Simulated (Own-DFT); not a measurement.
# Which defects push the lattice out? 2H SiC

Calculated, not measured: single-point runs of Own-DFT, a retired in-house plane-wave DFT program that no person has reviewed, on unrelaxed cells, without spin or spin-orbit coupling.

Method: PBE; PseudoDojo norm-conserving scalar-relativistic files; cutoff 42 hartree; 4 x 4 x 3 k mesh centred on Gamma; Fermi-Dirac smearing of 0.1 eV.

Limits (not all hold for every row): some atoms lie very close together; not probed for a lower state with spin; forces on such cells passed a denser k mesh, each cell not checked; stress not checked against mesh or cutoff.

All runs share one cell, with vectors in Å (9.248, 0.000, 0.000); (-4.624, 8.009, 0.000); (0.000, 0.000, 10.068) and a volume of 745.7 Å³. The atoms are randomly displaced, by u rms on each axis. The defect's site can differ from row to row.

| cell | formula | u (Å) | P (GPa) |
|---|---|---|---|
| no defect | C36Si36 | 0.0293 | 3.86 |
| no defect | C36Si36 | 0.0296 | 3.86 |
| no defect | C36Si36 | 0.0616 | 6.43 |
| two Al on a Si site each | Al2C36Si34 | 0.0303 | 5.99 |
| two Al on a Si site each | Al2C36Si34 | 0.0309 | 5.98 |
| two Al on a Si site each | Al2C36Si34 | 0.0508 | 7.37 |
| one Si on a C site | C35Si37 | 0.0294 | 10.46 |
| one Si on a C site | C35Si37 | 0.0326 | 10.60 |
| one Si on a C site | C35Si37 | 0.0503 | ? |
| one Si on a C site | C35Si37 | 0.0515 | 12.69 |
| one C on a Si site | C37Si35 | 0.0311 | 1.93 |
| one C on a Si site | C37Si35 | 0.0492 | 3.01 |
| one C on a Si site | C37Si35 | 0.0540 | 3.89 |
| one Al on a Si site and one N on a C site | AlC35NSi35 | 0.0270 | 3.83 |
| one Al on a Si site and one N on a C site | AlC35NSi35 | 0.0512 | 5.56 |
| one Al on a Si site and one N on a C site | AlC35NSi35 | 0.0515 | 5.67 |

## Analysis

P = P0 + c u² + a shift for each defect gives P0 = 2.97 GPa, c = 947 ± 53 GPa/Å² and a scatter of 0.20 GPa. The shifts, and each times the cell's volume:

- one Si on a C site: 6.84 ± 0.16 GPa, 31.8 eV
- two Al on a Si site each: 2.07 ± 0.16 GPa, 9.6 eV (4.8 eV for each of its 2 sites)
- one Al on a Si site and one N on a C site: 0.16 ± 0.16 GPa, 0.7 eV (not resolved)
- one C on a Si site: -2.02 ± 0.16 GPa, -9.4 eV

A positive shift means that the defect pushes the cell outwards. Shift times volume (160.2 GPa Å³ is 1 eV) depends little on the cell's size, so, taken for each site, it can be compared between cells at like pressure. The atoms around the defects weren't relaxed, which would change these numbers.

## Check

The question: what pressure belongs in the blank (one Si on a C site, u = 0.0503 Å)?

The fit gives 12.20 ± 0.23 GPa. The run itself gave 11.77 GPa.
